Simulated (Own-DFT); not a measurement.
# Response to strain: rock-salt HfC, 64 atoms (C32Hf32)

All numbers below are calculated, not measured. The program, named Own-DFT, is a retired in-house plane-wave density functional code that no person has reviewed. Each row is one single-point run on a periodic cell that was not relaxed, without spin or spin-orbit coupling.

Settings of every run: PBE; PseudoDojo norm-conserving scalar-relativistic files; cutoff 42 hartree; 4 x 4 x 4 k mesh centred on Gamma; cold (Marzari-Vanderbilt) smearing of 0.2 eV.

Known limits: hafnium file: forces about 75 meV/angstrom off all-electron values; forces on such cells failed a check on a denser k mesh; stress not checked against mesh or cutoff.

Unstrained cell vectors in Å: (3.784, -5.351, 6.554); (-3.784, 5.351, 6.554); (-7.568, -5.351, 0.000). The unstrained cell was taken from the Materials Project. The random moves and any unrelaxed bonds add to the pressure at no strain. Each run strains this cell uniformly, with the atoms carried along. Every atom was also moved at random, by a Gaussian of width 0.05 Å on each axis. Strain is the symmetric tensor, in per cent. Stress is positive in tension, and the pressure is minus a third of its trace.

| run | e_xx (%) | e_yy (%) | e_zz (%) | e_yz (%) | e_xz (%) | e_xy (%) | s_xx (GPa) | s_yy (GPa) | s_zz (GPa) | s_yz (GPa) | s_xz (GPa) | s_xy (GPa) | P (GPa) | E (meV/atom) |
|---|---|---|---|---|---|---|---|---|---|---|---|---|---|---|
| 1 | -1.02 | -1.59 | 0.29 | -0.35 | -0.63 | -1.64 | -14.03 | -14.63 | -6.42 | -1.45 | -2.03 | -7.95 | 11.69 | 36.9 |
| 2 | -1.77 | 1.71 | -1.64 | -1.79 | -0.41 | -1.19 | -14.79 | -1.89 | -13.33 | -7.39 | -0.28 | -4.57 | 10.00 | 46.7 |
| 3 | 1.30 | 1.18 | -0.18 | 0.42 | -0.19 | 0.62 | 2.74 | 1.82 | -3.10 | 1.78 | -0.98 | 2.48 | -0.49 | 6.8 |
| 4 | 0.84 | 0.81 | 0.82 | -0.70 | 1.93 | 0.39 | 0.64 | 0.43 | 0.20 | -3.39 | 7.04 | 1.68 | -0.42 | 16.0 |
| 5 | 1.21 | 0.44 | -1.12 | -0.49 | 1.74 | -0.29 | 0.47 | -2.56 | -8.12 | -2.90 | 6.51 | -0.50 | 3.40 | 6.2 |
| 6 | -1.80 | 0.88 | -0.87 | -1.73 | 0.83 | 1.72 | -13.61 | -5.54 | -13.07 | -8.26 | 4.67 | 7.50 | 10.74 | 52.3 |
| 7 | 1.83 | -0.41 | -1.78 | -0.80 | -0.82 | 0.87 | 1.21 | -7.04 | -12.68 | -2.93 | -2.53 | 3.91 | 6.17 | 16.2 |
| 8 | 0.20 | -1.76 | -0.58 | -1.15 | 0.17 | 0.39 | -7.27 | -14.53 | -11.10 | -5.06 | 1.22 | 1.95 | 10.96 | 29.9 |
| 9 | -0.01 | 1.50 | 0.72 | -1.31 | 1.70 | 0.89 | -2.41 | 2.37 | -0.77 | -5.33 | 6.41 | 3.52 | 0.27 | 18.9 |
| 10 | -1.90 | 0.70 | -1.70 | 0.03 | 1.74 | 1.92 | -15.68 | -7.59 | -17.65 | -1.75 | 7.32 | 8.53 | 13.64 | 56.4 |
| 11 | -1.79 | -1.21 | 0.73 | 0.97 | -1.26 | -1.68 | -17.47 | -13.81 | -5.41 | 4.76 | -5.48 | -8.25 | 12.23 | 50.2 |
| 12 | 1.57 | 1.72 | 0.18 | -0.16 | 1.08 | 0.75 | 4.63 | 5.02 | -0.22 | -0.58 | 3.53 | 2.79 | -3.14 | 11.7 |
| 13 | 0.51 | 1.40 | 0.13 | 0.60 | 0.31 | 1.23 | -0.22 | 2.27 | -1.95 | 2.22 | 0.82 | 4.19 | -0.03 | 5.3 |
| 14 | 0.14 | -1.87 | -1.05 | -0.27 | -0.62 | 1.29 | -8.01 | -15.86 | -13.92 | -0.56 | -2.69 | 5.92 | 12.60 | 34.6 |
| 15 | 0.91 | -1.28 | 1.53 | 0.52 | -0.64 | 0.38 | -0.07 | -7.31 | 1.99 | 1.99 | -2.29 | 1.54 | 1.80 | 0.0 |
| 16 | -1.37 | -1.56 | 0.56 | -0.54 | -1.45 | 0.15 | -14.53 | -14.39 | -6.22 | -1.82 | -5.32 | -0.28 | 11.72 | 51.2 |
| 17 | 0.54 | -0.28 | -0.71 | -0.51 | 0.27 | 1.14 | ? | ? | ? | ? | ? | ? | ? | ? |

E is the free energy for each atom above the lowest run shown.

## Worked fit

Each stress component was fitted by least squares to a constant and the strains of the runs shown, as fractions, with shears doubled. Shear strains stay in the fit of a normal stress only where such slopes are resolved. The slopes, in GPa:

| stress | at no strain | per e_xx | per e_yy | per e_zz | scatter |
|---|---|---|---|---|---|
| s_xx | -5.8 | 520 ± 10 | 135 ± 10 | 110 ± 13 | 0.50 |
| s_yy | -5.6 | 163 ± 8 | 478 ± 8 | 131 ± 10 | 0.40 |
| s_zz | -5.4 | 162 ± 10 | 133 ± 10 | 507 ± 13 | 0.50 |

Also, s_xx gains 29 ± 7 per 2 e_xy; s_zz gains -35 ± 7 per 2 e_xy.

Each shear stress against twice its own strain: yz 199 ± 8, xz 184 ± 7, xy 213 ± 6 GPa. These are stiffnesses along x, y and z of the frame in which the cell vectors are given, which need not be the crystal's axes. The atoms are held to the strained lattice; where symmetry lets them move under strain, relaxing them would lower some slopes. The table should be nearly symmetric about its diagonal, and what it lacks of that shows the noise. A ninth of its sum, 260 ± 5 GPa, estimates the bulk modulus near the mean pressure of these runs, 6.3 GPa, so it lies above the value at zero pressure.

## Withheld run

Question: what normal stresses and pressure should run 17 give?

The fit gives s_xx = -3.4, s_yy = -7.0, s_zz = -9.3 and P = 6.6 GPa. The calculation gave -3.63, -6.72, -8.99 and P = 6.44 GPa.
